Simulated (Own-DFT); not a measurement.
## Calculated data, Si3N4 (beta silicon nitride, strained, atoms displaced)

All values are calculated (Own-DFT development build). A calculation, not a measurement: plane-wave PBE density functional theory by an unreviewed code, no spin, of a simulated periodic cell, stress positive in tension, free energy of the whole cell less one offset for each atom, forces on such cells passed a denser k mesh, this cell's mesh not checked; offsets are fitted by least squares, one for each functional and potential file, so energies compare only between cells with the same atoms and settings and are not formation energies; the far tail of each file's local potential was reset to the Coulomb form; each entry is a single point on an unrelaxed cell, so the pressure reflects the starting lattice, mostly measured values (interpolated for alloys), from which strain is counted, and rises with the displacements; printed positions are rounded, which can move forces by about a meV/angstrom; the program, named Own-DFT, is a retired in-house code; no spin-orbit coupling; before rounding, a Quantum ESPRESSO 7.3.1 run of the same cell and cutoff gave forces within 1 meV/angstrom rms on each cell, which checks the program and not the settings.

Common to all runs: functional PBE; potential files PseudoDojo norm-conserving, scalar-relativistic, standard set; wave cutoff 42 hartree; occupations Fermi-Dirac; smearing width 0.1 eV; k mesh 3 x 3 x 3 centred on Gamma.

(1) Si3N4 (beta silicon nitride, strained, atoms displaced)

```cif
# cell vector a (Å): 7.4887 0.0353 -0.0424
# cell vector b (Å): -3.7138 6.4931 0.0562
# cell vector c (Å): -0.0486 0.0464 8.5728
data_Si3N4
_symmetry_space_group_name_H-M 'P 1'
_symmetry_Int_Tables_number 1
_cell_length_a 7.4889
_cell_length_b 7.4804
_cell_length_c 8.5731
_cell_angle_alpha 89.139
_cell_angle_beta 90.648
_cell_angle_gamma 119.499
_cell_volume 417.95
loop_
_atom_site_label
_atom_site_type_symbol
_atom_site_fract_x
_atom_site_fract_y
_atom_site_fract_z
_atom_site_occupancy
Si1 Si 0.17754 0.77461 0.08835 1
Si2 Si 0.23164 0.41124 0.08244 1
Si3 Si 0.59327 0.82712 0.07280 1
Si4 Si 0.82907 0.23223 0.25071 1
Si5 Si 0.76354 0.59004 0.26422 1
Si6 Si 0.40223 0.17389 0.25517 1
N1 N 0.33650 0.04653 0.07352 1
N2 N 0.96643 0.30302 0.08438 1
N3 N 0.71207 0.67628 0.08029 1
N4 N 0.66093 0.95904 0.23563 1
N5 N 0.04624 0.70214 0.25666 1
N6 N 0.30180 0.33576 0.25232 1
N7 N 0.35077 0.66606 0.08692 1
N8 N 0.65126 0.32672 0.24168 1
Si7 Si 0.18349 0.77628 0.41328 1
Si8 Si 0.23048 0.40816 0.41624 1
Si9 Si 0.61042 0.82300 0.40551 1
Si10 Si 0.81576 0.22748 0.58577 1
Si11 Si 0.76630 0.60460 0.58034 1
Si12 Si 0.39896 0.17464 0.57391 1
N9 N 0.33153 0.04123 0.41596 1
N10 N 0.97439 0.31388 0.41658 1
N11 N 0.69921 0.67803 0.42434 1
N12 N 0.67438 0.96698 0.57724 1
N13 N 0.03891 0.70494 0.58351 1
N14 N 0.31058 0.34895 0.57535 1
N15 N 0.32106 0.66653 0.40817 1
N16 N 0.65985 0.33201 0.58900 1
Si13 Si 0.17428 0.76257 0.73868 1
Si14 Si 0.23248 0.40839 0.74367 1
Si15 Si 0.60085 0.81993 0.75229 1
Si16 Si 0.81424 0.23203 0.93063 1
Si17 Si 0.76978 0.60264 0.91863 1
Si18 Si 0.39665 0.15760 0.91533 1
N17 N 0.33567 0.02895 0.75193 1
N18 N 0.96871 0.29474 0.75082 1
N19 N 0.69703 0.67020 0.75518 1
N20 N 0.66036 0.96629 0.91956 1
N21 N 0.03424 0.70946 0.91979 1
N22 N 0.29957 0.33435 0.91250 1
N23 N 0.34086 0.66671 0.75497 1
N24 N 0.67492 0.34703 0.91576 1
```

```
free energy of cell above offsets : -0.390 eV
pressure                          : 22.31 GPa
stress xx                         : -19.59 GPa
stress yy                         : -18.65 GPa
stress zz                         : -28.7 GPa
stress yz                         : 1.89 GPa
stress xz                         : -4.79 GPa
stress xy                         : 5.08 GPa
```

Force:
```tsv
element	x (eV/Å)	y (eV/Å)	z (eV/Å)
Si	1.627	0.037	-2.12
Si	0.955	-1.272	-1.145
Si	2.378	-2.253	2.091
Si	-1.5	-0.752	0.253
Si	1.522	0.045	-4.496
Si	-1.21	0.987	-4.021
N	-0.241	-5.351	7.825
N	1.641	0.721	1.32
N	-1.092	0.718	3.36
N	0.781	3.373	2.918
N	-4.893	-1.478	-1.761
N	0.03	-0.545	-0.296
N	-5.038	0.142	-0.17
N	3.458	1.887	1.358
Si	-0.577	0.814	2.758
Si	-1.224	1.506	-1.873
Si	-8.899	3.939	0.807
Si	1.494	0.905	0.067
Si	3.225	-2.654	4.774
Si	0.671	1.597	4.602
N	-0.17	-3.563	-0.115
N	-1.771	-1.817	0.399
N	4.412	-3.351	-2.46
N	-0.033	-0.749	-0.041
N	-3.648	-1.111	-3.288
N	1.487	-1.62	1.816
N	5.577	0.623	0.596
N	-0.303	1.744	-1.048
Si	1.662	1.32	5.593
Si	-0.625	-0.598	1.365
Si	-3.53	2.844	-0.973
Si	1.365	-0.025	-4.271
Si	2.568	-1.204	0.395
Si	0.069	7.283	-4.244
N	-0.538	-0.905	-3.394
N	-0.731	-0.187	0.466
N	2.261	-0.891	-2.304
N	0.301	2.877	-3.428
N	0.588	-0.101	-1.222
N	0.954	-1.066	0.75
N	-1.043	0.51	-0.813
N	-1.96	-2.38	-0.032
```

(2) Si3N4 (beta silicon nitride, strained, atoms displaced)

```cif
# cell vector a (Å): 7.7365 0.0782 -0.0466
# cell vector b (Å): -3.8005 6.5872 -0.0066
# cell vector c (Å): -0.0535 -0.0396 8.6480
data_Si3N4
_symmetry_space_group_name_H-M 'P 1'
_symmetry_Int_Tables_number 1
_cell_length_a 7.7370
_cell_length_b 7.6049
_cell_length_c 8.6483
_cell_angle_alpha 90.100
_cell_angle_beta 90.702
_cell_angle_gamma 119.403
_cell_volume 443.26
loop_
_atom_site_label
_atom_site_type_symbol
_atom_site_fract_x
_atom_site_fract_y
_atom_site_fract_z
_atom_site_occupancy
Si1 Si 0.16272 0.77136 0.09434 1
Si2 Si 0.23644 0.40954 0.08165 1
Si3 Si 0.59463 0.81892 0.08115 1
Si4 Si 0.83372 0.22823 0.25795 1
Si5 Si 0.75983 0.59073 0.25485 1
Si6 Si 0.39087 0.16886 0.26213 1
N1 N 0.32848 0.02410 0.07914 1
N2 N 0.97371 0.30543 0.08085 1
N3 N 0.69607 0.67063 0.08173 1
N4 N 0.66421 0.95375 0.24522 1
N5 N 0.03570 0.69976 0.24906 1
N6 N 0.30851 0.33357 0.24619 1
N7 N 0.34006 0.66804 0.08132 1
N8 N 0.66216 0.35465 0.26379 1
Si7 Si 0.17216 0.76535 0.40606 1
Si8 Si 0.23037 0.41452 0.42022 1
Si9 Si 0.58701 0.81905 0.41531 1
Si10 Si 0.82829 0.22198 0.58907 1
Si11 Si 0.76596 0.59408 0.58077 1
Si12 Si 0.40807 0.17482 0.59319 1
N9 N 0.34536 0.03561 0.41550 1
N10 N 0.96919 0.30403 0.41665 1
N11 N 0.70455 0.66993 0.42244 1
N12 N 0.67126 0.96905 0.57626 1
N13 N 0.03399 0.71393 0.58433 1
N14 N 0.30345 0.32814 0.57720 1
N15 N 0.32531 0.66099 0.40645 1
N16 N 0.66477 0.33962 0.57685 1
Si13 Si 0.16876 0.77050 0.74787 1
Si14 Si 0.23251 0.39888 0.74713 1
Si15 Si 0.59958 0.82754 0.75466 1
Si16 Si 0.82005 0.23568 0.91216 1
Si17 Si 0.76362 0.57788 0.91442 1
Si18 Si 0.40059 0.17567 0.91484 1
N17 N 0.32811 0.03267 0.75458 1
N18 N 0.96335 0.30341 0.75200 1
N19 N 0.69201 0.66093 0.74473 1
N20 N 0.67384 0.96079 0.91361 1
N21 N 0.01821 0.70256 0.91748 1
N22 N 0.30312 0.32978 0.91760 1
N23 N 0.33770 0.66755 0.74418 1
N24 N 0.66448 0.33398 0.92105 1
```

```
free energy of cell above offsets : -3.093 eV
pressure                          : 5.61 GPa
stress xx                         : 3.18 GPa
stress yy                         : -7.07 GPa
stress zz                         : -12.95 GPa
stress yz                         : -1.26 GPa
stress xz                         : -3.11 GPa
stress xy                         : 4.66 GPa
```

Force:
```tsv
element	x (eV/Å)	y (eV/Å)	z (eV/Å)
Si	3.588	-0.067	-5.56
Si	-0.904	0.355	0.384
Si	-1.511	-0.02	-1.032
Si	-3.36	-0.451	-3.624
Si	0.123	3.704	-1.627
Si	3.002	2.514	-4.486
N	-0.325	1.558	1.641
N	-0.473	-0.621	0.69
N	2.429	-1.556	-0.002
N	0.177	3.416	1.877
N	-4.191	-1.676	1.171
N	-2.781	0.716	1.614
N	-2.167	0.023	0.013
N	2.742	-7.549	-0.83
Si	0.662	1.734	4.233
Si	1.034	-2.499	-1.993
Si	0.342	-0.485	-0.686
Si	-2.755	1.447	-2.421
Si	1.747	0.068	1.596
Si	1.372	0.621	-2.589
N	-0.601	-3.34	3.131
N	1.647	0.287	2.56
N	-2.38	1.864	-1.895
N	-0.149	-0.443	1.856
N	-0.735	-0.811	-2.281
N	-1.267	0.046	1.317
N	0.74	2.04	0.7
N	1.79	-2.408	1.336
Si	1.488	-0.65	1.867
Si	-1.019	1.774	0.4
Si	-0.699	-2.226	-2.989
Si	1.145	-1.55	2.261
Si	-1.846	4.2	0.288
Si	1.615	-0.428	2.489
N	0.194	-0.83	-0.894
N	2.417	0.586	-0.077
N	0.181	0.066	1.204
N	-0.319	3.426	1.544
N	1.706	0.413	-0.094
N	-1.037	0.355	-0.938
N	-1.125	-0.257	0.113
N	-0.496	-3.348	-0.265
```

(3) Si3N4 (beta silicon nitride, strained, atoms displaced)

```cif
# cell vector a (Å): 7.7062 0.0213 0.1180
# cell vector b (Å): -3.8346 6.6243 -0.0286
# cell vector c (Å): 0.1353 0.0402 8.8841
data_Si3N4
_symmetry_space_group_name_H-M 'P 1'
_symmetry_Int_Tables_number 1
_cell_length_a 7.7071
_cell_length_b 7.6542
_cell_length_c 8.8852
_cell_angle_alpha 90.427
_cell_angle_beta 88.250
_cell_angle_gamma 119.907
_cell_volume 454.13
loop_
_atom_site_label
_atom_site_type_symbol
_atom_site_fract_x
_atom_site_fract_y
_atom_site_fract_z
_atom_site_occupancy
Si1 Si 0.16449 0.77220 0.08719 1
Si2 Si 0.23423 0.41090 0.08874 1
Si3 Si 0.61199 0.82788 0.07076 1
Si4 Si 0.83567 0.24379 0.24556 1
Si5 Si 0.75256 0.58439 0.25664 1
Si6 Si 0.41029 0.18591 0.24993 1
N1 N 0.34088 0.04152 0.07775 1
N2 N 0.96530 0.31107 0.08307 1
N3 N 0.69516 0.66259 0.08486 1
N4 N 0.66901 0.96459 0.25461 1
N5 N 0.03065 0.71683 0.24974 1
N6 N 0.30743 0.33416 0.24789 1
N7 N 0.33409 0.66880 0.07860 1
N8 N 0.67403 0.33937 0.23940 1
Si7 Si 0.16993 0.75981 0.42156 1
Si8 Si 0.23324 0.40192 0.41528 1
Si9 Si 0.59301 0.81685 0.42247 1
Si10 Si 0.82639 0.22926 0.57319 1
Si11 Si 0.76780 0.59125 0.58828 1
Si12 Si 0.41356 0.17018 0.58207 1
N9 N 0.31949 0.03346 0.42097 1
N10 N 0.96771 0.29154 0.41927 1
N11 N 0.70120 0.65929 0.41625 1
N12 N 0.66351 0.96190 0.57792 1
N13 N 0.02062 0.70199 0.58416 1
N14 N 0.30974 0.34257 0.58228 1
N15 N 0.33590 0.67762 0.41586 1
N16 N 0.66698 0.33488 0.58004 1
Si13 Si 0.17538 0.75976 0.75148 1
Si14 Si 0.23222 0.40550 0.75162 1
Si15 Si 0.59425 0.82441 0.74920 1
Si16 Si 0.81592 0.22693 0.91725 1
Si17 Si 0.77885 0.60282 0.91733 1
Si18 Si 0.40937 0.18022 0.91712 1
N17 N 0.31799 0.02999 0.74589 1
N18 N 0.96476 0.29254 0.75567 1
N19 N 0.69159 0.66574 0.75101 1
N20 N 0.66627 0.97782 0.91824 1
N21 N 0.03178 0.69644 0.91529 1
N22 N 0.29962 0.32666 0.90536 1
N23 N 0.32833 0.66030 0.75010 1
N24 N 0.67160 0.34011 0.92072 1
```

```
free energy of cell above offsets : -4.477 eV
pressure                          : -2 GPa
stress xx                         : 1.25 GPa
stress yy                         : 0.69 GPa
stress zz                         : 4.06 GPa
stress yz                         : 2.2 GPa
stress xz                         : 5.66 GPa
stress xy                         : 2.28 GPa
```

Force:
```tsv
element	x (eV/Å)	y (eV/Å)	z (eV/Å)
Si	2.826	0.826	-1.473
Si	-0.511	0.118	-2.803
Si	-3.583	-0.18	4.324
Si	-1.123	-3.206	1.836
Si	2.529	2.125	-2.621
Si	1.849	-2.994	-0.188
N	-0.746	-1.272	1.81
N	2.286	0.096	-1.218
N	0.988	0.036	-0.357
N	0.671	1.106	-1.342
N	-0.867	-1.389	1.714
N	-1.604	0.917	0.061
N	0.133	0.691	0.238
N	-0.712	-1.581	1.001
Si	-1.426	2.374	-1.516
Si	-0.343	1.222	1.493
Si	0.112	0.606	-2.647
Si	-0.981	-0.686	4.159
Si	-0.908	-0.027	-0.885
Si	-2.313	0.623	0.113
N	0.631	-0.114	-1.43
N	1.506	1.413	-2.976
N	-2.155	1.061	2.725
N	0.295	1.16	1.842
N	1.976	0.098	1.007
N	0.347	-0.72	-0.521
N	0.672	-3.071	0.131
N	1.271	-0.918	0.102
Si	-1.296	1.637	-1.055
Si	-0.753	-1.244	-1.058
Si	-1.195	0.236	-0.006
Si	0.936	2.7	0.233
Si	-0.817	-1.499	-0.247
Si	0.209	-0.145	-1.761
N	1.154	-0.512	1.071
N	0.193	0.202	-2.257
N	1.021	0.181	0.955
N	0.458	-2.394	-1.722
N	-0.227	0.68	1.008
N	-0.675	0.613	2.974
N	0.984	1.471	-0.03
N	-0.813	-0.243	-0.681
```

(4) Si3N4 (beta silicon nitride, strained, atoms displaced)

```cif
# cell vector a (Å): 7.7250 0.1295 -0.1208
# cell vector b (Å): -3.7503 6.5281 0.0110
# cell vector c (Å): -0.1387 -0.0655 8.6817
data_Si3N4
_symmetry_space_group_name_H-M 'P 1'
_symmetry_Int_Tables_number 1
_cell_length_a 7.7270
_cell_length_b 7.5287
_cell_length_c 8.6831
_cell_angle_alpha 89.835
_cell_angle_beta 91.818
_cell_angle_gamma 118.914
_cell_volume 441.90
loop_
_atom_site_label
_atom_site_type_symbol
_atom_site_fract_x
_atom_site_fract_y
_atom_site_fract_z
_atom_site_occupancy
Si1 Si 0.16846 0.77640 0.09180 1
Si2 Si 0.22889 0.40156 0.08302 1
Si3 Si 0.60132 0.82114 0.08504 1
Si4 Si 0.83346 0.22879 0.24765 1
Si5 Si 0.76117 0.59036 0.25774 1
Si6 Si 0.39732 0.17616 0.25394 1
N1 N 0.33708 0.03187 0.08249 1
N2 N 0.97301 0.30719 0.09256 1
N3 N 0.70465 0.67280 0.08971 1
N4 N 0.67397 0.96611 0.25446 1
N5 N 0.03038 0.69987 0.25587 1
N6 N 0.28748 0.32624 0.25006 1
N7 N 0.33842 0.66232 0.08069 1
N8 N 0.66386 0.33969 0.24720 1
Si7 Si 0.16678 0.75298 0.41137 1
Si8 Si 0.22251 0.39221 0.41831 1
Si9 Si 0.60762 0.82985 0.41068 1
Si10 Si 0.81950 0.22463 0.56722 1
Si11 Si 0.77194 0.59794 0.58602 1
Si12 Si 0.40609 0.16457 0.58764 1
N9 N 0.33078 0.02160 0.40639 1
N10 N 0.97894 0.30358 0.41474 1
N11 N 0.70502 0.67026 0.41901 1
N12 N 0.67193 0.97452 0.58177 1
N13 N 0.02437 0.69549 0.57734 1
N14 N 0.31007 0.34559 0.58645 1
N15 N 0.34655 0.68097 0.41524 1
N16 N 0.66083 0.33276 0.58297 1
Si13 Si 0.15883 0.77290 0.74385 1
Si14 Si 0.22290 0.39940 0.75361 1
Si15 Si 0.58779 0.81509 0.75298 1
Si16 Si 0.82750 0.23956 0.91652 1
Si17 Si 0.75196 0.58971 0.91508 1
Si18 Si 0.39058 0.16291 0.92663 1
N17 N 0.32467 0.02368 0.75428 1
N18 N 0.97787 0.29481 0.75558 1
N19 N 0.70461 0.66815 0.74547 1
N20 N 0.67574 0.97653 0.92557 1
N21 N 0.02846 0.69716 0.90687 1
N22 N 0.30418 0.33285 0.91602 1
N23 N 0.32589 0.67092 0.74220 1
N24 N 0.66366 0.32846 0.91550 1
```

```
free energy of cell above offsets : -3.480 eV
pressure                          : 4.73 GPa
stress xx                         : 1.03 GPa
stress yy                         : -4.16 GPa
stress zz                         : -11.07 GPa
stress yz                         : 0.96 GPa
stress xz                         : -4.21 GPa
stress xy                         : 5.69 GPa
```

Force:
```tsv
element	x (eV/Å)	y (eV/Å)	z (eV/Å)
Si	2.133	-2.214	-2.58
Si	-1.106	1.513	-0.607
Si	-3.286	0.904	-0.277
Si	-2.629	0.074	0.143
Si	2.005	0.655	-1.103
Si	2.214	0.627	-0.525
N	-0.889	-1.325	2.961
N	0.454	-0.101	-2.171
N	1.037	-0.755	-1.367
N	0.455	2.12	-2.103
N	-2.72	-1.098	-3.159
N	1.272	-0.902	0.626
N	-1.165	1.389	0.291
N	0.999	-2.923	0.41
Si	2.712	2.219	2.922
Si	1.452	4.053	0.332
Si	-2.778	-1.522	2.835
Si	0.178	1.849	3.622
Si	0.568	-1.749	-1.143
Si	-0.602	1.151	-1.156
N	-0.684	0.47	2.791
N	-2.122	-1.041	0.361
N	-0.586	0.456	0.009
N	0.329	-1.897	0.268
N	-0.304	0.076	-0.743
N	1.22	-2.266	0.317
N	0.003	-2.84	-0.224
N	1.355	-0.329	-0.254
Si	2.999	-1.181	1.142
Si	0.479	2.542	-1.498
Si	-1.924	1.848	-0.633
Si	0.963	-0.561	-0.051
Si	3.434	-0.595	1.278
Si	2.505	2.455	-3.68
N	-0.291	1.408	-0.524
N	-2.826	-1.156	-1.218
N	-2.065	1.135	0.834
N	0.226	-1.488	-1.376
N	-2.034	-0.204	2.831
N	-0.022	-0.355	1.595
N	1.046	-0.622	0.646
N	-2.002	0.18	0.176
```

(5) Si3N4 (beta silicon nitride, strained, atoms displaced)

```cif
# cell vector a (Å): 7.6416 -0.0358 0.0423
# cell vector b (Å): -3.8518 6.7326 -0.1165
# cell vector c (Å): 0.0485 -0.1263 8.8195
data_Si3N4
_symmetry_space_group_name_H-M 'P 1'
_symmetry_Int_Tables_number 1
_cell_length_a 7.6418
_cell_length_b 7.7574
_cell_length_c 8.8205
_cell_angle_alpha 91.729
_cell_angle_beta 89.364
_cell_angle_gamma 120.044
_cell_volume 452.42
loop_
_atom_site_label
_atom_site_type_symbol
_atom_site_fract_x
_atom_site_fract_y
_atom_site_fract_z
_atom_site_occupancy
Si1 Si 0.17312 0.77359 0.09459 1
Si2 Si 0.22372 0.40085 0.08664 1
Si3 Si 0.59120 0.82865 0.08212 1
Si4 Si 0.82925 0.22610 0.23857 1
Si5 Si 0.75723 0.58988 0.26556 1
Si6 Si 0.39582 0.16409 0.25010 1
N1 N 0.32754 0.02884 0.08804 1
N2 N 0.97366 0.29919 0.08070 1
N3 N 0.69338 0.67452 0.08279 1
N4 N 0.67722 0.96250 0.25959 1
N5 N 0.03588 0.70012 0.24806 1
N6 N 0.28676 0.31147 0.24186 1
N7 N 0.32786 0.66547 0.09112 1
N8 N 0.65847 0.33426 0.25221 1
Si7 Si 0.16754 0.76629 0.41504 1
Si8 Si 0.22490 0.40041 0.41709 1
Si9 Si 0.60177 0.82185 0.41593 1
Si10 Si 0.82328 0.23397 0.59190 1
Si11 Si 0.76853 0.59748 0.57721 1
Si12 Si 0.40025 0.17592 0.57749 1
N9 N 0.32305 0.02902 0.41735 1
N10 N 0.96406 0.29918 0.41501 1
N11 N 0.68992 0.66392 0.41417 1
N12 N 0.67553 0.96812 0.58964 1
N13 N 0.02472 0.70446 0.58857 1
N14 N 0.29792 0.33712 0.59030 1
N15 N 0.32602 0.65307 0.40980 1
N16 N 0.66287 0.33759 0.58190 1
Si13 Si 0.18346 0.77725 0.75903 1
Si14 Si 0.22686 0.41594 0.75349 1
Si15 Si 0.60846 0.84457 0.75803 1
Si16 Si 0.82833 0.23661 0.91546 1
Si17 Si 0.75701 0.58922 0.90570 1
Si18 Si 0.41294 0.17484 0.92212 1
N17 N 0.33050 0.02895 0.74748 1
N18 N 0.97158 0.30492 0.74851 1
N19 N 0.69382 0.66876 0.75887 1
N20 N 0.66862 0.96341 0.92236 1
N21 N 0.01775 0.69005 0.92142 1
N22 N 0.29992 0.32996 0.91272 1
N23 N 0.31460 0.65919 0.74436 1
N24 N 0.66009 0.31882 0.92198 1
```

```
free energy of cell above offsets : -3.723 eV
pressure                          : -0.6 GPa
stress xx                         : -0.92 GPa
stress yy                         : 2.8 GPa
stress zz                         : -0.09 GPa
stress yz                         : -3.4 GPa
stress xz                         : 1.36 GPa
stress xy                         : -1.01 GPa
```

Force:
```tsv
element	x (eV/Å)	y (eV/Å)	z (eV/Å)
Si	0.542	-1.229	-3.832
Si	2.931	1.778	-1.163
Si	0.324	-2.298	1.988
Si	-2.036	0.06	3.735
Si	2.357	-0.664	-7.288
Si	0.451	1.833	1.059
N	0.386	-0.607	-1.89
N	-1.949	-0.969	-0.685
N	1.608	-1.375	0.601
N	-0.458	1.788	-2.295
N	-3.469	-1.313	2.598
N	-0.95	0.878	1.886
N	-0.021	0.218	-0.626
N	1.539	-1.096	-0.193
Si	1.601	-0.516	1.613
Si	0.271	-0.389	0.013
Si	-3.524	0.266	1.233
Si	-0.525	-0.1	-3.089
Si	-0.472	-0.68	2.541
Si	-0.356	0.583	2.335
N	0.043	-0.735	-0.801
N	-0.266	-0.395	0.415
N	0.22	0.199	3.628
N	0.045	0.542	-0.544
N	0.837	0.606	-1.112
N	0.588	-0.812	-1.81
N	0.275	2.577	0.546
N	0.348	-0.391	0.254
Si	-2.88	-1.247	-0.578
Si	2.509	-1.205	0.245
Si	-1.045	-4.409	-2.361
Si	0.351	-0.772	0.146
Si	1.236	-0.615	4.856
Si	-3.199	-1.187	-1.169
N	0.247	1.29	0.475
N	-1.456	-0.983	1.586
N	-1.033	0.868	-4.027
N	-0.173	3.637	0.753
N	1.501	1.19	-0.171
N	-0.285	0.036	0.939
N	2.972	2.832	0.68
N	0.914	2.805	-0.49
```

(6) Si3N4 (beta silicon nitride, strained, atoms displaced)

```cif
# cell vector a (Å): 7.5038 -0.0011 -0.0867
# cell vector b (Å): -3.7528 6.6575 0.1460
# cell vector c (Å): -0.0995 0.1361 8.8524
data_Si3N4
_symmetry_space_group_name_H-M 'P 1'
_symmetry_Int_Tables_number 1
_cell_length_a 7.5043
_cell_length_b 7.6438
_cell_length_c 8.8540
_cell_angle_alpha 87.822
_cell_angle_beta 91.306
_cell_angle_gamma 119.425
_cell_volume 442.04
loop_
_atom_site_label
_atom_site_type_symbol
_atom_site_fract_x
_atom_site_fract_y
_atom_site_fract_z
_atom_site_occupancy
Si1 Si 0.17484 0.76308 0.07925 1
Si2 Si 0.22749 0.39493 0.09400 1
Si3 Si 0.58742 0.82248 0.08649 1
Si4 Si 0.82701 0.23469 0.24798 1
Si5 Si 0.76786 0.58297 0.24094 1
Si6 Si 0.40774 0.17062 0.25085 1
N1 N 0.32760 0.04069 0.07703 1
N2 N 0.96036 0.30351 0.07737 1
N3 N 0.70269 0.66896 0.07497 1
N4 N 0.66199 0.96004 0.24812 1
N5 N 0.03880 0.70945 0.24365 1
N6 N 0.28848 0.33164 0.24704 1
N7 N 0.34349 0.67344 0.07739 1
N8 N 0.67069 0.32760 0.25024 1
Si7 Si 0.17812 0.76518 0.42529 1
Si8 Si 0.22397 0.39768 0.41743 1
Si9 Si 0.60003 0.82500 0.41454 1
Si10 Si 0.83856 0.23905 0.58436 1
Si11 Si 0.77192 0.61169 0.58660 1
Si12 Si 0.40333 0.18016 0.58002 1
N9 N 0.31603 0.02387 0.41164 1
N10 N 0.97768 0.29962 0.41651 1
N11 N 0.70474 0.68188 0.40740 1
N12 N 0.67050 0.97196 0.58207 1
N13 N 0.01587 0.67943 0.58437 1
N14 N 0.30467 0.33401 0.58309 1
N15 N 0.33819 0.65724 0.42076 1
N16 N 0.65905 0.33306 0.58164 1
Si13 Si 0.17574 0.77372 0.74522 1
Si14 Si 0.21251 0.39933 0.74925 1
Si15 Si 0.58613 0.81312 0.74877 1
Si16 Si 0.82950 0.23578 0.92009 1
Si17 Si 0.76535 0.58838 0.92342 1
Si18 Si 0.40081 0.17807 0.91509 1
N17 N 0.32703 0.02935 0.74904 1
N18 N 0.96880 0.31135 0.75720 1
N19 N 0.67802 0.64424 0.74245 1
N20 N 0.67005 0.97325 0.91628 1
N21 N 0.02878 0.70476 0.91328 1
N22 N 0.30210 0.34277 0.92308 1
N23 N 0.33058 0.66089 0.74857 1
N24 N 0.67199 0.32910 0.90730 1
```

```
free energy of cell above offsets : -3.280 eV
pressure                          : 4.9 GPa
stress xx                         : -15 GPa
stress yy                         : 0.21 GPa
stress zz                         : 0.1 GPa
stress yz                         : 5.46 GPa
stress xz                         : -2.53 GPa
stress xy                         : -1 GPa
```

Force:
```tsv
element	x (eV/Å)	y (eV/Å)	z (eV/Å)
Si	-0.231	2.085	-0.208
Si	-2.749	3.253	-6.334
Si	2.598	2.092	-1.672
Si	1.804	-2.666	-0.024
Si	-0.177	2.654	1.668
Si	-1.382	-0.51	-1.649
N	0.264	-1.768	2.155
N	2.49	1.004	3.311
N	-0.744	-0.162	1.937
N	0.195	2.872	-0.32
N	-0.464	-1.318	1.52
N	4.057	-2.252	5.095
N	-2.612	-3.546	0.52
N	-2.511	0.865	0.169
Si	-0.316	-0.884	-2.202
Si	3.022	2.257	-0.243
Si	-1.943	1.058	1.079
Si	-3.394	-1.201	0.145
Si	-1.426	-4.069	-2.817
Si	1.444	-1.746	0.357
N	0.236	0.919	1.809
N	-3.294	-1.468	-0.456
N	3.51	-2.574	0.198
N	0.647	-0.183	-0.177
N	3.262	2.406	-0.071
N	-2.279	0.128	0.9
N	-1.583	1.023	0.017
N	2.064	1.205	-0.594
Si	-0.019	-1.034	1.311
Si	4.847	2.134	0.586
Si	0.465	2.265	0.534
Si	-1.115	-2.834	-1.94
Si	0.288	-0.903	-3.337
Si	0.918	0.506	-1.183
N	-0.553	0.774	-0.272
N	-1.374	-1.504	-1.809
N	-0.345	1.798	2.902
N	0.546	-1.162	-0.491
N	0.537	0.087	-0.048
N	0.1	-0.98	-0.995
N	-1.651	0.162	-0.274
N	-3.134	1.217	0.906
```
